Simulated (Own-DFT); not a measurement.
## Calculated data, Al₃₂O₄₇ (corundum with one vacancy, atoms displaced)

Computed with Own-DFT development build. A calculation, not a measurement: plane-wave PBE density functional theory by an unreviewed code, no spin, of a simulated periodic cell, stress positive in tension, free energy of the whole cell less one offset for each atom, defect cell not probed for a lower state with spin; oxygen file: force components 24 meV/angstrom off all-electron in one glass; forces on such cells passed a denser k mesh, this cell's mesh not checked; offsets are fitted by least squares, one for each functional and potential file, so energies compare only between cells with the same atoms and settings and are not formation energies; the far tail of each file's local potential was reset to the Coulomb form; each entry is a single point on an unrelaxed cell, so the pressure reflects the starting lattice, mostly measured values, from which strain is counted, and rises with the displacements; printed positions are rounded, which can move forces by about a meV/angstrom; the program is a retired in-house code; no spin-orbit coupling; before rounding, a Quantum ESPRESSO 7.3.1 run of the same cell and cutoff gave forces within 1 meV/angstrom rms on each cell, which checks the program and not the settings.

```yaml
- formula: Al32O47
  kind: "corundum with one vacancy, atoms displaced"
  structure:
    cell_angstrom:
      - [5.494, 0.0, 8.6604]
      - [-2.747, 4.7579, 8.6604]
      - [-2.747, -4.7579, 8.6604]
    atoms_fractional:
      - [Al, 0.17155, 0.17655, 0.17573]
      - [Al, 0.31718, 0.33596, 0.32188]
      - [Al, 0.40851, 0.4418, 0.43827]
      - [Al, 0.06757, 0.08368, 0.0654]
      - [O, 0.27424, 0.46244, 0.12535]
      - [O, 0.47711, 0.13137, 0.26981]
      - [O, 0.12108, 0.2732, 0.47526]
      - [O, 0.22304, 0.02149, 0.382]
      - [O, 0.03079, 0.3714, 0.21387]
      - [O, 0.37268, 0.22543, 0.02787]
      - [Al, 0.17715, 0.17019, 0.67993]
      - [Al, 0.32735, 0.32622, 0.81352]
      - [Al, 0.41284, 0.42877, 0.9384]
      - [Al, 0.07367, 0.06237, 0.57558]
      - [O, 0.26835, 0.47709, 0.62491]
      - [O, 0.46986, 0.12841, 0.77975]
      - [O, 0.12769, 0.28127, 0.96992]
      - [O, 0.22722, 0.02582, 0.86841]
      - [O, 0.01937, 0.37432, 0.72584]
      - [O, 0.38877, 0.21519, 0.52085]
      - [Al, 0.17566, 0.67305, 0.17838]
      - [Al, 0.30482, 0.83062, 0.32973]
      - [Al, 0.42639, 0.92287, 0.42481]
      - [Al, 0.06818, 0.57783, 0.07113]
      - [O, 0.28632, 0.97596, 0.12908]
      - [O, 0.4688, 0.62573, 0.28167]
      - [O, 0.12278, 0.77245, 0.48705]
      - [O, 0.02935, 0.87588, 0.21969]
      - [O, 0.38565, 0.72929, 0.02013]
      - [Al, 0.17321, 0.67435, 0.66979]
      - [Al, 0.32436, 0.82865, 0.8326]
      - [Al, 0.41808, 0.91747, 0.93904]
      - [Al, 0.07853, 0.57607, 0.57054]
      - [O, 0.28403, 0.96784, 0.62442]
      - [O, 0.47048, 0.62119, 0.78923]
      - [O, 0.12739, 0.782, 0.9706]
      - [O, 0.21253, 0.53912, 0.87429]
      - [O, 0.0424, 0.86513, 0.71473]
      - [O, 0.37365, 0.7322, 0.51946]
      - [Al, 0.68393, 0.18443, 0.15639]
      - [Al, 0.83158, 0.31962, 0.31575]
      - [Al, 0.92727, 0.42386, 0.42762]
      - [Al, 0.57108, 0.08127, 0.07065]
      - [O, 0.77083, 0.46561, 0.13685]
      - [O, 0.97317, 0.12722, 0.27642]
      - [O, 0.61673, 0.28497, 0.47304]
      - [O, 0.72513, 0.02768, 0.37638]
      - [O, 0.53608, 0.376, 0.21989]
      - [O, 0.86148, 0.22382, 0.03847]
      - [Al, 0.68363, 0.16652, 0.67781]
      - [Al, 0.81822, 0.32662, 0.82958]
      - [Al, 0.92774, 0.41817, 0.93111]
      - [Al, 0.58342, 0.07964, 0.56259]
      - [O, 0.77818, 0.47334, 0.62992]
      - [O, 0.97182, 0.12798, 0.78606]
      - [O, 0.63545, 0.28487, 0.95847]
      - [O, 0.72594, 0.02867, 0.86736]
      - [O, 0.52733, 0.37186, 0.72193]
      - [O, 0.87202, 0.22848, 0.53504]
      - [Al, 0.67741, 0.68481, 0.17441]
      - [Al, 0.8234, 0.82828, 0.32705]
      - [Al, 0.92271, 0.93352, 0.42424]
      - [Al, 0.5702, 0.57399, 0.07468]
      - [O, 0.78322, 0.96748, 0.11639]
      - [O, 0.97312, 0.63311, 0.27388]
      - [O, 0.6114, 0.7838, 0.4805]
      - [O, 0.72002, 0.52241, 0.37043]
      - [O, 0.52339, 0.87909, 0.22659]
      - [O, 0.87562, 0.72604, 0.01764]
      - [Al, 0.67505, 0.67676, 0.67917]
      - [Al, 0.81808, 0.82225, 0.82723]
      - [Al, 0.92379, 0.92184, 0.92684]
      - [Al, 0.57488, 0.57546, 0.57859]
      - [O, 0.77608, 0.96603, 0.64427]
      - [O, 0.96331, 0.63751, 0.77782]
      - [O, 0.63315, 0.77404, 0.96103]
      - [O, 0.72242, 0.52942, 0.87869]
      - [O, 0.53359, 0.87965, 0.72187]
      - [O, 0.87641, 0.71933, 0.52977]
  settings:
    functional: PBE
    potential_files: "PseudoDojo norm-conserving, scalar-relativistic, standard set"
    "wave_cutoff [hartree]": 72.0
    occupations: Fermi-Dirac
    "smearing_width [eV]": 0.1
    k_mesh: "3 x 3 x 3 centred on Gamma"
  results:
    "free_energy_of_cell_above_offsets [eV]": "-51.716"
    "pressure [GPa]": 9.21
    "stress_xx [GPa]": -9.36
    "stress_yy [GPa]": -9.36
    "stress_zz [GPa]": -8.92
    "stress_yz [GPa]": 0.67
    "stress_xz [GPa]": 0.02
    "stress_xy [GPa]": -0.3
    force_element: [Al, Al, Al, Al, O, O, O, O, O, O, Al, Al, Al, Al, O, O, O, O, O, O, Al, Al, Al, Al, O, O, O, O, O, Al, Al, Al, Al, O, O, O, O, O, O, Al, Al, Al, Al, O, O, O, O, O, O, Al, Al, Al, Al, O, O, O, O, O, O, Al, Al, Al, Al, O, O, O, O, O, O, Al, Al, Al, Al, O, O, O, O, O, O]
    "force_x [eV/angstrom]": [1.595, 1.543, 4.564, 0.768, -2.116, -0.066, 0.711, -0.767, -1.124, -0.064, 0.541, 0.231, 2.84, -0.296, -0.696, 0.044, -0.293, -1.832, 1.026, -2.797, -0.109, 2.583, -0.797, 0.221, -0.578, -1.115, -0.472, 0.025, -2.022, -0.478, 1.695, 1.812, -1.704, -0.853, -0.188, -0.065, 1.326, -2.235, 0.351, -4.229, -3.077, -0.65, 0.318, 1.39, 0.692, 1.364, 1.133, -1.094, 3.891, -1.749, 1.994, -1.8, -1.979, 0.074, 0.482, -2.507, -0.59, -0.523, 0.949, -0.713, -0.526, 0.021, 1.195, -1.368, 0.024, 2.349, -0.248, 1.336, -0.277, -0.49, 0.591, 0.994, -0.233, 1.518, 2.067, -2.157, 0.349, 0.156, 0.115]
    "force_y [eV/angstrom]": [-0.016, -1.948, 0.359, -1.009, -0.195, -0.06, 0.983, 1.853, 0.196, 0.048, 1.558, -1.134, 1.673, 0.4, -1.207, -0.683, -0.373, -1.006, 0.152, 0.71, 0.193, -0.755, 0.788, -0.077, 0.727, 0.971, 2.818, 0.48, -2.044, -1.16, 1.067, 3.004, -0.534, -0.05, 0.363, -0.803, -0.3, 0.211, -2.412, -3.194, -0.045, -0.063, -0.579, 1.865, -0.816, -0.701, 0.687, 0.185, 1.474, 1.628, 1.923, 2.124, -1.304, 1.192, -0.766, -1.733, -1.515, 0.714, -0.29, -0.778, 0.059, -1.601, -0.727, -0.749, -1.164, -0.201, -0.072, 0.923, -1.113, -0.112, -0.559, 1.437, -0.175, 4.158, -1.97, -1.532, -0.011, -0.165, 0.78]
    "force_z [eV/angstrom]": [1.507, 0.263, -1.73, -0.109, 2.082, -0.2, 1.084, -1.094, 1.112, 0.034, -1.216, 1.647, -1.495, 1.904, 0.831, -0.782, -1.443, 1.977, 1.438, -0.629, 0.161, 1.937, 0.593, 0.035, -2.299, -0.199, -2.406, 1.103, -1.972, 3.088, -2.707, 2.624, -1.91, 0.379, 0.057, -0.027, -0.649, 0.938, -0.7, -1.559, 1.163, -0.124, -0.36, -0.572, -0.748, 0.471, -0.384, -1.332, 2.5, 0.025, 0.095, 0.717, 0.269, -0.805, -1.147, -1.653, 1.419, 0.513, -1.255, -1.285, -1.063, -0.045, 1.669, 1.406, -1.174, 1.005, 2.378, -0.284, 0.771, 0.311, 1.163, 0.522, -1.176, -2.442, -1.678, 0.495, -0.436, -0.784, 0.186]
```
